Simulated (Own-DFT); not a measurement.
# Which defects push the lattice out? zincblende GaAs

The numbers are computed, not measured, by runs of the plane-wave DFT program Own-DFT (in-house, retired, unreviewed) at fixed positions, with no spin and no spin-orbit coupling.

Settings: PBE; PseudoDojo norm-conserving scalar-relativistic files; cutoff 42 hartree; 3 x 3 x 3 k mesh centred on Gamma; Fermi-Dirac smearing of 0.1 eV.

Keep in mind (not all hold for every row): not probed for a lower state with spin; forces not confirmed at this smearing and k mesh; stress not checked against mesh or cutoff.

All runs share one cell, with vectors in Å (10.862, 0.000, 0.000); (0.000, 10.862, 0.000); (0.000, 0.000, 11.796) and a volume of 1391.7 Å³, strained against the parent crystal. Atoms were moved at random from their sites; u is the rms move along one axis. The defect's site can differ from row to row.

```
                             cell     formula   u (Å)  P (GPa)
                        no defect    As32Ga32  0.0313     6.69
                        no defect    As32Ga32  0.0447     6.94
                        no defect    As32Ga32  0.0508     7.04
one As vacancy and one Ga vacancy    As31Ga31  0.0300     5.98
one As vacancy and one Ga vacancy    As31Ga31  0.0493     6.42
one As vacancy and one Ga vacancy    As31Ga31  0.0519     6.29
              one P on an As site   As31Ga32P  0.0295     6.39
              one P on an As site   As31Ga32P  0.0297     6.38
              one P on an As site   As31Ga32P  0.0473        ?
              one P on an As site   As31Ga32P  0.0507     6.72
              one Al on a Ga site  AlAs32Ga31  0.0302     6.67
              one Al on a Ga site  AlAs32Ga31  0.0325     6.71
              one Al on a Ga site  AlAs32Ga31  0.0490     6.95
              one In on a Ga site  As32Ga31In  0.0284     7.40
              one In on a Ga site  As32Ga31In  0.0286     7.36
              one In on a Ga site  As32Ga31In  0.0336     7.52
```

## What the rows give

P = P0 + c u² + a shift for each defect gives P0 = 6.51 GPa, c = 205 ± 21 GPa/Å² and a scatter of 0.05 GPa. The shifts, and each times the cell's volume:

- one In on a Ga site: 0.73 ± 0.05 GPa, 6.3 eV
- one Al on a Ga site: -0.03 ± 0.04 GPa, -0.3 eV (not resolved)
- one P on an As site: -0.31 ± 0.04 GPa, -2.7 eV
- one As vacancy and one Ga vacancy: -0.69 ± 0.04 GPa, -6.0 eV

A positive shift means that the defect pushes the cell outwards. Shift times volume (160.2 GPa Å³ is 1 eV) depends little on the cell's size, so, taken for each site, it can be compared between cells at like pressure. The atoms around the defects weren't relaxed, which would change these numbers.

## Prediction

Q: what pressure belongs in the blank (one P on an As site, u = 0.0473 Å)?

The fit gives 6.66 ± 0.06 GPa. The calculation gave 6.69 GPa.
